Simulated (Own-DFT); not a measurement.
Simulation results for InGa₃As₄ (zincblende random alloy, strained, atoms displaced)

Computed with Own-DFT development build. A calculation, not a measurement: plane-wave PBE density functional theory by an unreviewed code, no spin, of a simulated periodic cell, stress positive in tension, free energy of the whole cell less one offset for each atom, forces on such cells passed a denser k mesh, this cell's mesh not checked; offsets are fitted by least squares, one for each functional and potential file, so energies compare only between cells with the same atoms and settings and are not formation energies; the far tail of each file's local potential was reset to the Coulomb form; each entry is a single point on an unrelaxed cell, so the pressure reflects the starting lattice, mostly measured values, from which strain is counted, and rises with the displacements; printed positions are rounded, which can move forces by about a meV/angstrom; the program is a retired in-house code; no spin-orbit coupling.

Common to all runs: functional PBE; potential files PseudoDojo norm-conserving, scalar-relativistic, standard set; wave cutoff 42 hartree; occupations Fermi-Dirac; smearing width 0.1 eV; k mesh 3 x 3 x 3 centred on Gamma.

(1) 
```xyz
64
Lattice="11.7374 0.0000 0.0000 0.0000 11.7374 0.0000 0.0000 0.0000 11.3036" Properties=species:S:1:pos:R:3:force_x:R:1:force_y:R:1:force_z:R:1 formula=InGa3As4 free_energy_of_cell_above_offsets=-23.010 pressure=3.14 stress_xx=-2.51 stress_yy=-2.71 stress_zz=-4.21 stress_yz=0.1 stress_xz=0.04 stress_xy=0.53
Ga     0.0024    11.7219    11.2187      -0.13      0.327       0.64
Ga    11.6884     2.9373     2.8731      0.461      0.146     -0.138
Ga     2.9323     0.0229     2.8335     -0.188     -0.121      0.054
In     2.8195     2.9001    11.2965      1.559      0.949       0.02
As     1.5019     1.5102     1.4192     -2.123     -1.788      1.497
As     1.4700     4.4105     4.2655     -0.237     -0.136       0.19
As     4.4012     1.4957     4.2072      0.378     -0.206      0.145
As     4.3948     4.4204     1.4957      0.419      0.124     -0.567
Ga    11.7181     0.0734     5.6481      0.441     -0.875      0.221
Ga     0.0067     2.9202     8.4021      0.238      0.362      0.796
Ga     2.9567     0.0987     8.4716     -0.308     -0.634        0.1
Ga     2.9594     2.8886     5.6643     -0.131      0.558     -0.266
As     1.4992     1.4681     7.0563     -0.329     -0.024     -0.121
As     1.5283     4.4500     9.9124     -1.918      0.947     -1.142
As     4.3408     1.5070     9.8482      1.691     -0.563     -0.187
As     4.3507     4.4282     7.0472     -0.553     -1.199      1.224
Ga    11.6419     5.9403    11.2726      0.952     -0.736      0.362
In     0.0512     8.7107     2.8071      0.202      0.929      0.327
Ga     2.9816     5.8300     2.8830     -0.533      -0.04      0.049
In     2.9865     8.7979     0.0042     -0.845     -0.131      0.236
As     1.4817     7.2613     1.4745      0.721     -1.536     -1.071
As     1.4682    10.2466     4.2589     -0.362      1.879      -0.24
As     4.3836     7.3199     4.2017      0.094     -0.336      -0.91
As     4.3755    10.3126     1.4061      0.559      1.165      0.632
Ga    11.6402     5.9265     5.6275      0.766     -0.646      0.376
Ga    11.6741     8.8213     8.5207       0.69      0.113     -0.157
Ga     2.8779     5.9248     8.4718      0.369     -0.447      0.137
In     3.0084     8.8206     5.6117     -0.678     -0.382      0.577
As     1.4503     7.2996     7.0750      -0.82      0.321      0.213
As     1.4986    10.3367     9.9204     -0.538      0.112     -1.272
As     4.3968     7.2786     9.9412      0.612     -0.083     -1.826
As     4.3585    10.3468     7.0554      1.039      0.317      0.976
Ga     5.8663    11.6938    11.2934     -0.158      0.529     -0.124
Ga     5.8779     2.9402     2.7353     -0.058      0.545      1.105
In     8.8265     0.0776     2.6590      1.582     -2.204      1.415
Ga     8.7714     2.8330     0.1026      0.352      1.365      -0.77
As     7.3954     1.5226     1.5178     -2.699      0.982     -2.278
As     7.3506     4.4363     4.2844      -0.19     -0.138     -1.657
As    10.2729     1.4158     4.2706      1.222      0.115     -0.618
As    10.2723     4.4245     1.4196     -0.246     -0.205       0.02
Ga     5.8684    11.7232     5.6800      0.045      0.295     -0.339
Ga     5.9463     2.8811     8.4360     -0.813      0.881       0.47
Ga     8.8043     0.0505     8.4478     -0.165     -0.544      0.431
In     8.7938     2.8782     5.6384      0.228      0.715      0.012
As     7.3653     1.4758     7.0970     -1.001     -1.191      0.202
As     7.2946     4.4854     9.9179      0.169      -1.03      0.079
As    10.2045     1.4785     9.8911      0.517      0.066      -0.07
As    10.2928     4.3822     7.0642      0.077      0.916      0.472
Ga     5.7845     5.8786    11.2806      0.187     -0.563      0.454
In     5.9859     8.8195     2.8162     -1.712     -0.387     -0.406
Ga     8.8204     5.9043     2.8621     -0.346     -0.102     -0.335
Ga     8.8044     8.7925    11.2957     -0.327     -0.084     -0.278
As     7.2420     7.3293     1.3254      1.743     -1.037      -0.53
As     7.3034    10.3034     4.1591      1.342      0.903      2.337
As    10.3095     7.3703     4.2387      -1.76     -0.628      0.974
As    10.3323    10.1494     1.3676     -0.433      0.951     -1.211
In     5.8305     5.8941     5.7000      0.014     -0.158     -0.499
Ga     5.8851     8.7919     8.3977     -0.571      0.207      0.567
Ga     8.7174     5.8745     8.4584      0.737      -0.19      0.206
Ga     8.7827     8.7951     5.7060      0.072      0.425     -0.667
As     7.3376     7.3525     7.0584      0.693       0.67      0.596
As     7.2932    10.2615     9.8427      0.516       0.08      0.134
As    10.2746     7.3270     9.8892     -0.791      0.257     -0.387
As    10.2299    10.2794     7.0860      0.281       0.19      -0.18
```

Units: free_energy_of_cell_above_offsets in eV; pressure, stress_xx, stress_yy, stress_zz, stress_yz, stress_xz, stress_xy in GPa; force_x, force_y, force_z in eV/Å.

(2) 
```xyz
64
Lattice="11.7374 0.0000 0.0000 0.0000 11.7374 0.0000 0.0000 0.0000 11.3036" Properties=species:S:1:pos:R:3:force_x:R:1:force_y:R:1:force_z:R:1 formula=InGa3As4 free_energy_of_cell_above_offsets=-22.686 pressure=3.22 stress_xx=-2.68 stress_yy=-2.71 stress_zz=-4.28 stress_yz=-0.46 stress_xz=-0.46 stress_xy=-0.53
In    11.6828     0.0258    11.2613      0.574     -0.694     -0.277
In    11.7206     2.9430     2.8101      0.376     -0.099     -0.096
In     2.9919     0.0432     2.8919     -1.052      0.097     -1.089
Ga     2.9870     2.8860     0.0086     -0.712     -0.167     -0.441
As     1.4412     1.4069     1.3620       1.21      1.145     -0.012
As     1.5394     4.3530     4.2430      0.135      1.163      0.545
As     4.4249     1.3763     4.2660      1.301      2.224      1.539
As     4.3989     4.3223     1.3837      0.204      0.448      0.295
Ga    11.6752     0.0172     5.6461      0.726     -0.256     -0.154
Ga     0.0159     2.9574     8.5040      0.287     -0.107     -0.475
In     2.9953    11.7053     8.5673     -1.112     -0.509     -0.545
Ga     2.9480     2.9513     5.6809      0.057     -0.525      0.139
As     1.4596     1.3677     7.0865     -0.618      1.234     -0.538
As     1.5170     4.4426     9.8316     -0.878     -1.073      1.225
As     4.4309     1.4151     9.8586      1.158      1.569      1.557
As     4.3395     4.4688     7.1514      3.274     -3.314     -3.075
Ga     0.0273     5.9332    11.2282       0.07     -0.402      0.062
Ga    11.6996     8.8063     2.8682      0.711      0.388     -0.698
Ga     2.9889     5.8458     2.7905     -0.127     -0.058      0.379
Ga     2.8542     8.8003     0.0175      0.529     -0.041     -0.233
As     1.5180     7.2761     1.3725     -0.545      0.289      0.582
As     1.5049    10.3304     4.2082     -1.275     -1.367      1.322
As     4.3912     7.3610     4.2875     -0.181     -1.158      0.249
As     4.3139    10.2848     1.4399      0.567      -0.48     -1.869
Ga    11.6744     5.8832     5.6615      0.724     -0.435     -0.076
Ga    11.6579     8.7647     8.4464      0.454      0.416     -0.542
In     3.0443     5.8200     8.4142     -2.276      2.948      1.827
Ga     3.0699     8.8691     5.6720     -1.391     -0.381     -0.117
As     1.4200     7.3152     7.0508     -0.057      0.836     -0.506
As     1.4268    10.1945     9.8620     -0.299     -0.984      0.064
As     4.4503     7.3641     9.8946      0.225      0.692      0.723
As     4.4158    10.2495     7.1169      0.999     -0.184     -0.969
Ga     5.8558    11.7328     0.0265     -0.242     -0.198      0.122
Ga     5.8468     2.9075     2.8244     -0.481     -0.379      0.087
Ga     8.7492     0.0058     2.8240      0.245     -0.361      0.241
Ga     8.8787     2.9343    11.2822     -0.921     -0.079      0.369
As     7.2391     1.3899     1.5194      0.723      0.659     -0.981
As     7.2965     4.3319     4.1269     -0.787     -0.682      1.999
As    10.2876     1.4051     4.2245     -1.162     -0.076      0.479
As    10.2887     4.4205     1.3521      0.018       0.39     -1.046
Ga     5.8908     0.0403     5.7269      0.119     -0.638     -0.312
Ga     5.8388     2.9471     8.5242       0.35      0.242      -0.15
Ga     8.8410    11.6974     8.5368     -0.244      0.406     -0.537
Ga     8.8181     2.9611     5.6447     -0.414     -0.619     -0.279
As     7.3018     1.4684     7.0905      0.572      0.354       0.28
As     7.3541     4.4398     9.9307      -0.64     -0.843      0.407
As    10.2843     1.5098     9.8799     -0.994      0.654     -1.118
As    10.2338     4.3680     7.0492      0.911     -0.331     -0.374
Ga     5.8367     5.8667     0.0354      0.148     -0.063     -0.309
In     5.8785     8.8680     2.8640     -0.516     -0.805     -0.777
In     8.6874     5.8291     2.7871      1.638      0.484      0.205
Ga     8.8083     8.8556     0.0920     -0.701     -0.558     -0.932
As     7.3276     7.3108     1.3908     -0.608       0.89     -1.279
As     7.3422    10.2457     4.2289      1.244      1.304        1.6
As    10.3547     7.3638     4.2376     -0.757     -0.097      0.311
As    10.2007    10.2972     1.3305     -0.144     -0.521      1.897
Ga     5.9108     5.8389     5.6946     -0.173      0.022     -0.273
Ga     5.8618     8.8682     8.4776      0.472     -0.638      0.091
In     8.8735     5.9571     8.5073     -0.402     -1.082     -0.046
Ga     8.8816     8.8317     5.6830     -0.921     -0.743     -0.848
As     7.3905     7.3255     7.0771     -1.117      1.249     -0.942
As     7.3071    10.3211     9.8885       0.31     -0.426      0.364
As    10.2756     7.4044     9.8882      0.706       0.97      1.444
As    10.2060    10.2914     6.9402      0.711      0.303      1.513
```

Units: free_energy_of_cell_above_offsets in eV; pressure, stress_xx, stress_yy, stress_zz, stress_yz, stress_xz, stress_xy in GPa; force_x, force_y, force_z in eV/Å.

(3) 
```xyz
64
Lattice="11.7374 0.0000 0.0000 0.0000 11.7374 0.0000 0.0000 0.0000 11.3036" Properties=species:S:1:pos:R:3:force_x:R:1:force_y:R:1:force_z:R:1 formula=InGa3As4 free_energy_of_cell_above_offsets=-23.107 pressure=3.09 stress_xx=-2.58 stress_yy=-2.51 stress_zz=-4.19 stress_yz=0.01 stress_xz=-0.38 stress_xy=-0.51
Ga    11.6656    11.7115     0.0041      0.929      0.231      0.383
Ga    11.6239     2.8984     2.8831      1.217      0.465     -0.684
Ga     2.9071     0.0094     2.8621     -0.077     -0.203     -0.369
In     2.9522     2.9140    11.2092      0.531      1.006      0.825
As     1.5528     1.4906     1.3659     -1.865     -1.096      1.364
As     1.4073     4.4674     4.2829     -0.154     -0.873      0.148
As     4.4234     1.4560     4.2001     -0.307     -0.508      0.693
As     4.4389     4.4079     1.5248      0.184      0.393     -0.668
In     0.0494     0.0142     5.6854     -0.876     -0.573     -0.616
Ga     0.0382     2.9658     8.6113     -0.595     -0.528     -0.926
In     2.8688     0.0487     8.5541      0.516     -0.352     -1.048
Ga     2.9756     2.9297     5.5966     -0.387      0.167      0.286
As     1.4081     1.4519     7.0563      0.931      2.603      0.819
As     1.4349     4.3943     9.8877       0.05      1.459     -0.533
As     4.4252     1.4312     9.8955      2.013      0.114      -0.17
As     4.4925     4.4127     7.0520      -0.64     -0.186      0.154
Ga    11.7125     5.8272     0.0215      0.452      0.484      0.119
Ga     0.0061     8.8440     2.8327     -0.312      -0.38     -0.015
Ga     2.9690     5.7408     2.9729      0.049      1.056     -0.428
Ga     2.9177     8.7889     0.0157     -0.286       0.11      0.154
As     1.4886     7.3410     1.4805     -0.048     -0.511     -0.123
As     1.4236    10.2605     4.2461      1.299     -0.874     -0.503
As     4.4065     7.3945     4.2528     -1.012     -1.413      1.248
As     4.3840    10.2523     1.4231     -0.896      0.866     -0.675
Ga    11.6619     5.9180     5.6588       0.45     -0.102      0.273
In    11.7339     8.9114     8.4874      0.193     -1.676      0.723
Ga     3.0109     5.8777     8.4609     -0.729     -0.568     -0.279
Ga     2.9208     8.7755     5.7651     -0.171     -0.078     -0.787
As     1.4496     7.3184     7.1237      0.529     -0.635     -0.682
As     1.4369    10.3060     9.9081      0.214     -0.231       2.05
As     4.3183     7.3079     9.8745          0     -0.415       0.98
As     4.3670    10.3145     6.9745      0.291      0.185     -0.035
Ga     5.8409    11.7283     0.0478     -0.021     -0.514     -0.277
Ga     5.7784     2.8506     2.8242      0.724      0.686      0.093
Ga     8.7966     0.1600     2.7216      0.248     -0.897      0.705
In     8.8574     2.8948     0.0398     -1.053      -0.04       1.09
As     7.2252     1.4299     1.4206     -0.215      0.214      0.253
As     7.3025     4.3900     4.1861     -0.527     -1.013      0.994
As    10.2931     1.4853     4.2637     -1.204      0.124     -0.563
As    10.2867     4.3860     1.3899      1.242      0.316      0.809
Ga     5.9510     0.0121     5.6549     -0.386     -0.519     -0.661
Ga     5.8538     2.9576     8.5084      0.209     -0.474     -0.251
Ga     8.8869     0.0189     8.4560      -0.56      -0.05      0.323
Ga     8.8243     2.8824     5.6812     -0.324       0.66     -0.336
As     7.3047     1.4524     7.0170      0.489      0.246      0.887
As     7.4174     4.2560     9.8845     -1.549      1.719     -0.761
As    10.2660     1.4765    10.0203      1.363     -1.354     -2.227
As    10.3150     4.3735     7.0557     -0.352     -0.054      0.527
Ga     5.8775     5.8660    11.2559      0.212     -0.205      0.336
In     5.8728     8.8293     2.8609      0.304     -0.256     -0.538
In     8.8153     5.9200     2.8348     -0.685     -1.081     -0.807
Ga     8.8473     8.8599     0.0074       0.15     -0.732       0.11
As     7.3817     7.3738     1.3718     -0.466      0.094     -1.298
As     7.4059    10.2732     4.1858       1.08      1.097      1.093
As    10.2056     7.2788     4.2527      1.656      2.057      1.093
As    10.2624    10.3014     1.3931     -0.054      -0.01       0.55
Ga     5.9053     5.8815     5.7044       0.04      0.134     -0.908
In     5.8547     8.8011     8.5188      0.172      0.404     -0.487
Ga     8.7677     5.8279     8.5111      0.289      0.166     -0.513
Ga     8.8037     8.7498     5.7238      0.576      0.945     -1.014
As     7.3822     7.3862     6.9651     -0.157     -1.349      1.077
As     7.3961    10.2527     9.9979      0.111      1.156     -0.385
As    10.2697     7.2853     9.9223     -0.547     -0.136       0.27
As    10.3081    10.2389     7.0820     -2.255      0.725     -0.865
```

Units: free_energy_of_cell_above_offsets in eV; pressure, stress_xx, stress_yy, stress_zz, stress_yz, stress_xz, stress_xy in GPa; force_x, force_y, force_z in eV/Å.

(4) 
```xyz
64
Lattice="11.7374 0.0000 0.0000 0.0000 11.7374 0.0000 0.0000 0.0000 11.3036" Properties=species:S:1:pos:R:3:force_x:R:1:force_y:R:1:force_z:R:1 formula=InGa3As4 free_energy_of_cell_above_offsets=-23.094 pressure=3.1 stress_xx=-2.6 stress_yy=-2.52 stress_zz=-4.17 stress_yz=0.46 stress_xz=0.22 stress_xy=0.55
Ga     0.0318     0.0200    11.2858     -0.377     -0.143      -0.05
Ga    11.7293     2.8870     2.8864     -0.166      0.295     -0.276
Ga     2.9480    11.7160     2.7941     -0.328        0.3      0.424
Ga     2.9154     2.8705    11.2524      0.081      0.622      0.358
As     1.4756     1.4616     1.4058     -0.107      0.048      0.116
As     1.4225     4.4891     4.2164      1.188      -2.26     -0.712
As     4.3901     1.4654     4.2282       0.08       0.11        0.2
As     4.4223     4.4001     1.4189     -0.379      -1.84      0.191
Ga     0.0668    11.7209     5.6231     -0.127      0.267       0.15
Ga    11.6413     2.9707     8.4399      0.929     -0.261      0.553
Ga     2.9112     0.0258     8.4509      0.112     -0.432     -0.165
Ga     2.9383     3.0178     5.6641     -0.006     -0.054      0.001
As     1.4719     1.4806     7.0916     -0.143      0.328     -0.364
As     1.4754     4.4473     9.9330     -0.407     -0.409     -0.267
As     4.3436     1.4252     9.8701     -0.356      1.151      -0.99
As     4.4563     4.5231     7.1511     -1.642     -2.125      0.654
Ga    11.7105     5.9120     0.0633      0.056     -0.066      -0.05
Ga     0.0158     8.7653     2.8022     -0.173      0.119     -0.158
In     2.9846     5.9967     2.8171      1.057     -1.478      1.119
In     2.9169     8.8596    11.2350       0.46     -0.365      0.952
As     1.5460     7.2992     1.4655     -2.616      1.374     -1.477
As     1.4274    10.2586     4.1961      0.222      0.325     -0.324
As     4.4895     7.4356     4.2557     -0.367      0.845      0.184
As     4.3837    10.3019     1.4841      0.618     -0.617      0.428
In     0.0094     5.8729     5.5902     -0.658       0.76      1.448
Ga     0.0018     8.8786     8.5540      0.018     -0.298     -1.149
Ga     2.9256     5.8258     8.4419     -0.477       0.61      0.397
Ga     2.9227     8.8962     5.5319      0.459     -0.213      0.978
As     1.5494     7.3926     7.0599      0.035      0.461      0.357
As     1.4740    10.2608     9.8504     -0.986      1.652     -0.576
As     4.3633     7.2660     9.9157       -0.1       0.29      -1.44
As     4.4355    10.2300     7.1599      0.099      0.461     -0.784
In     5.8636     0.0234    11.2532      0.075      -0.35      0.708
Ga     5.9119     2.8512     2.7646     -0.377      0.709      0.616
Ga     8.7485     0.0022     2.6929      0.348     -0.268      1.208
Ga     8.8006     2.9224    11.2307      0.189      0.093      0.347
As     7.3731     1.4826     1.4218      0.418      0.693     -0.389
As     7.3609     4.4018     4.2849       0.58     -1.163     -1.025
As    10.2658     1.3990     4.2520      -0.22      0.187      -0.13
As    10.2012     4.4171     1.4310       0.33     -0.249     -0.015
Ga     5.9905     0.0375     5.6044     -1.452      0.163       0.73
Ga     5.8189     2.9377     8.4226      0.364     -0.269      0.297
In     8.7877     0.0253     8.5514     -0.351     -1.131     -2.131
Ga     8.7810     2.8952     5.7009       0.95      0.652     -0.573
As     7.3769     1.5066     6.9842     -1.244      0.124      0.533
As     7.3441     4.4015     9.8803     -0.748     -2.104      0.325
As    10.2225     1.4391     9.7939      2.061      1.738      2.093
As    10.2569     4.4046     7.1461      0.168       -1.1      -1.42
In     5.8616     5.8553    11.2985      0.312     -0.085      0.246
Ga     5.9387     8.7203     2.8151     -0.085      1.046       0.06
Ga     8.7558     5.8879     2.8795      0.303     -0.414     -0.094
Ga     8.7807     8.8281     0.0175      0.643     -0.572      0.184
As     7.3698     7.2896     1.4531      0.552      0.916      0.012
As     7.2708    10.3489     4.2649      1.176     -1.226     -0.844
As    10.2441     7.3455     4.1751     -0.576      0.609      -0.27
As    10.2383    10.2729     1.4286       0.56     -0.093     -0.364
In     5.8151     5.7962     5.6523      1.276      1.597     -0.184
Ga     5.8607     8.7042     8.5641      0.231      0.417     -0.088
In     8.7896     5.8184     8.5347      0.592      0.611      0.064
Ga     8.8175     8.7252     5.6711     -0.028      0.808     -0.255
As     7.4300     7.3610     7.1594     -1.163      0.859     -0.905
As     7.4216    10.2624     9.9453     -1.145     -1.682     -0.165
As    10.3259     7.3702     9.8376      0.252      0.522      1.389
As    10.3358    10.2738     6.9665      0.009     -0.492      0.313
```

Units: free_energy_of_cell_above_offsets in eV; pressure, stress_xx, stress_yy, stress_zz, stress_yz, stress_xz, stress_xy in GPa; force_x, force_y, force_z in eV/Å.
